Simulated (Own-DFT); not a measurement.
# Response to strain: 4H SiC, 72 atoms (C36Si36)

These are calculations, not measurements. The program, named Own-DFT, is a retired in-house plane-wave density functional code that no person has reviewed. Each row is one single-point run on a periodic cell that was not relaxed, without spin or spin-orbit coupling.

Settings of every run: PBE; PseudoDojo norm-conserving scalar-relativistic files; cutoff 42 hartree; 4 x 4 x 3 k mesh centred on Gamma; Fermi-Dirac smearing of 0.1 eV.

Known limits: forces on such cells passed a denser k mesh, each cell not checked; stress not checked against mesh or cutoff.

Unstrained cell vectors in Å: (9.248, 0.000, 0.000); (-4.624, 8.009, 0.000); (0.000, 0.000, 10.068). The unstrained cell has measured lattice constants (interpolated for alloys), not those of this functional. That, the random moves and any unrelaxed bonds set the pressure at no strain. Each run strains this cell uniformly, with the atoms carried along. Every atom was also moved at random, by a Gaussian of width 0.05 Å on each axis. Strain is the symmetric tensor, in per cent. Stress is positive in tension, and the pressure is minus a third of its trace.

| run | e_xx (%) | e_yy (%) | e_zz (%) | e_yz (%) | e_xz (%) | e_xy (%) | s_xx (GPa) | s_yy (GPa) | s_zz (GPa) | s_yz (GPa) | s_xz (GPa) | s_xy (GPa) | P (GPa) | E (meV/atom) |
|---|---|---|---|---|---|---|---|---|---|---|---|---|---|---|
| 1 | -1.88 | -1.74 | -0.76 | -0.05 | 1.86 | -1.33 | -17.76 | -16.32 | -16.06 | -0.32 | 5.31 | -6.46 | 16.71 | 66.5 |
| 2 | -0.28 | -1.31 | -1.80 | 0.28 | -0.10 | 0.00 | -9.10 | -13.59 | -17.97 | 2.57 | -0.76 | 0.32 | 13.55 | 37.9 |
| 3 | -0.93 | 0.24 | 1.57 | 0.01 | -0.19 | -0.11 | -9.08 | -2.56 | 1.17 | 0.04 | -1.54 | -1.02 | 3.49 | 15.2 |
| 4 | -0.34 | -1.06 | 0.06 | -0.28 | -1.76 | -0.61 | -7.60 | -9.85 | -7.92 | -0.24 | -5.68 | -2.70 | 8.46 | 19.0 |
| 5 | 1.10 | 0.27 | -1.44 | -1.53 | 0.54 | 1.22 | 2.20 | -4.06 | -14.79 | -4.87 | 2.08 | 4.95 | 5.55 | 26.9 |
| 6 | 1.68 | -0.54 | 1.37 | -0.77 | 0.56 | 0.91 | 3.92 | -5.06 | 1.36 | -3.02 | 1.83 | 4.00 | -0.07 | 3.9 |
| 7 | 0.19 | -1.20 | -0.61 | -1.35 | -0.18 | 0.45 | -4.12 | -12.97 | -10.85 | -5.36 | -1.04 | 0.43 | 9.32 | 24.5 |
| 8 | -0.01 | 1.95 | 0.98 | -0.66 | 1.77 | 0.71 | -2.85 | 5.25 | 0.61 | -1.71 | 5.06 | 3.21 | -1.00 | 7.8 |
| 9 | 0.92 | 0.45 | -1.97 | 1.26 | 1.41 | -1.10 | 1.01 | -2.21 | -19.12 | 4.22 | 4.94 | -5.20 | 6.77 | 14.0 |
| 10 | 1.94 | -1.12 | -1.66 | 1.22 | -0.30 | 1.17 | 2.08 | -10.53 | -15.89 | 4.80 | -1.69 | 5.35 | 8.11 | 43.0 |
| 11 | 1.40 | 0.08 | 1.78 | -0.46 | -1.44 | -0.52 | 3.81 | -3.88 | 4.56 | -0.66 | -4.59 | -0.85 | -1.50 | 8.5 |
| 12 | 0.70 | -1.66 | -0.61 | 1.05 | 0.21 | 1.65 | -1.84 | -12.40 | -12.20 | 2.20 | 0.79 | 6.34 | 8.81 | 27.5 |
| 13 | 0.01 | -0.26 | -0.90 | 0.24 | 1.82 | 0.71 | -5.30 | -6.69 | -12.02 | 1.50 | 6.70 | 2.53 | 8.00 | 17.8 |
| 14 | 0.58 | -1.77 | 0.03 | -0.06 | 1.97 | 1.56 | -5.10 | -14.22 | -5.22 | 0.31 | 7.33 | 7.49 | 8.18 | 28.8 |
| 15 | -0.50 | 0.17 | -1.48 | -1.89 | -0.90 | 1.91 | -7.15 | -5.93 | -16.07 | -6.12 | -2.67 | 9.18 | 9.72 | 29.9 |
| 16 | 1.48 | 0.55 | 0.79 | -0.94 | 1.07 | 0.13 | 3.92 | -0.22 | -1.36 | -3.38 | 3.59 | 0.35 | -0.78 | 0.0 |
| 17 | -1.51 | -1.75 | 0.34 | 1.26 | 1.29 | -1.21 | ? | ? | ? | ? | ? | ? | ? | ? |

E is the free energy for each atom above the lowest run shown.

## Worked fit

Each stress component was fitted by least squares to a constant and the strains of the runs shown, as fractions, with shears doubled. Shear strains stay in the fit of a normal stress only where such slopes are resolved. The slopes, in GPa:

```
stress  at no strain  per e_xx  per e_yy  per e_zz  scatter
  s_xx          -4.7  537 ± 25  136 ± 26   20 ± 21     0.99
  s_yy          -5.0   76 ± 23  521 ± 24   63 ± 20     0.91
  s_zz          -7.2   93 ± 27   54 ± 28  596 ± 23     1.08
```

Each shear stress against twice its own strain: yz 172 ± 15, xz 169 ± 7, xy 223 ± 13 GPa. These are stiffnesses along x, y and z of the frame in which the cell vectors are given, which need not be the crystal's axes. The atoms are held to the strained lattice; where symmetry lets them move under strain, relaxing them would lower some slopes. The table should be nearly symmetric about its diagonal, and what it lacks of that shows the noise. A ninth of its sum, 233 ± 4 GPa, estimates the bulk modulus near the mean pressure of these runs, 6.5 GPa, so it lies above the value at zero pressure.

## Withheld run

Question: what normal stresses and pressure should run 17 give?

The fit gives s_xx = -15.1, s_yy = -15.1, s_zz = -7.5 and P = 12.6 GPa. The calculation gave -15.74, -15.66, -5.19 and P = 12.20 GPa.
